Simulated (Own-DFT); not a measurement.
# What a defect does to the pressure of its cell: B20 RuSi

No measurement is shown. These are fixed-geometry runs of a retired plane-wave code named Own-DFT, which no person has reviewed; spin and spin-orbit coupling are neglected.

Settings: PBE; PseudoDojo norm-conserving scalar-relativistic files; cutoff 50 hartree; 5 x 4 x 5 k mesh centred on Gamma; cold (Marzari-Vanderbilt) smearing of 0.2 eV.

Limits (not all hold for every row): not probed for a lower state with spin; forces on such cells failed a check on a denser k mesh; stress not checked against mesh or cutoff.

All runs share one cell, with vectors in Å (4.709, 0.000, 4.709); (0.000, 9.417, 0.000); (-4.709, 0.000, 4.709) and a volume of 417.6 Å³. Atoms were moved at random from their sites; u is the rms move along one axis. The defect's site can differ from row to row.

```
cell,formula,u (Å),P (GPa)
no defect,Ru16Si16,0.0201,4.50
no defect,Ru16Si16,0.0209,4.82
no defect,Ru16Si16,0.0503,7.23
one Si on a Ru site,Ru15Si17,0.0310,6.26
one Si on a Ru site,Ru15Si17,0.0512,7.49
one Si on a Ru site,Ru15Si17,0.0527,6.91
one Ru vacancy,Ru15Si16,0.0272,2.84
one Ru vacancy,Ru15Si16,0.0284,2.71
one Ru vacancy,Ru15Si16,0.0439,3.47
one Ru vacancy,Ru15Si16,0.0530,?
one Si vacancy,Ru16Si15,0.0293,1.77
one Si vacancy,Ru16Si15,0.0469,2.55
one Si vacancy,Ru16Si15,0.0547,3.36
one Ru on a Si site,Ru17Si15,0.0321,7.98
one Ru on a Si site,Ru17Si15,0.0454,9.00
one Ru on a Si site,Ru17Si15,0.0535,9.27
```

## Analysis

P = P0 + c u² + a shift for each defect gives P0 = 4.60 GPa, c = 818 ± 112 GPa/Å² and a scatter of 0.35 GPa. The shifts, and each times the cell's volume:

- one Ru on a Si site: 2.52 ± 0.30 GPa, 6.6 eV
- one Si on a Ru site: 0.55 ± 0.31 GPa, 1.4 eV (not resolved)
- one Ru vacancy: -2.54 ± 0.29 GPa, -6.6 eV
- one Si vacancy: -3.69 ± 0.30 GPa, -9.6 eV

A positive shift means that the defect pushes the cell outwards. Shift times volume (160.2 GPa Å³ is 1 eV) depends little on the cell's size, so, taken for each site, it can be compared between cells at like pressure. The atoms around the defects weren't relaxed, which would change these numbers.

## Check

Question: what pressure belongs in the blank (one Ru vacancy, u = 0.0530 Å)?

The fit gives 4.36 ± 0.44 GPa. DFT gave 4.83 GPa.
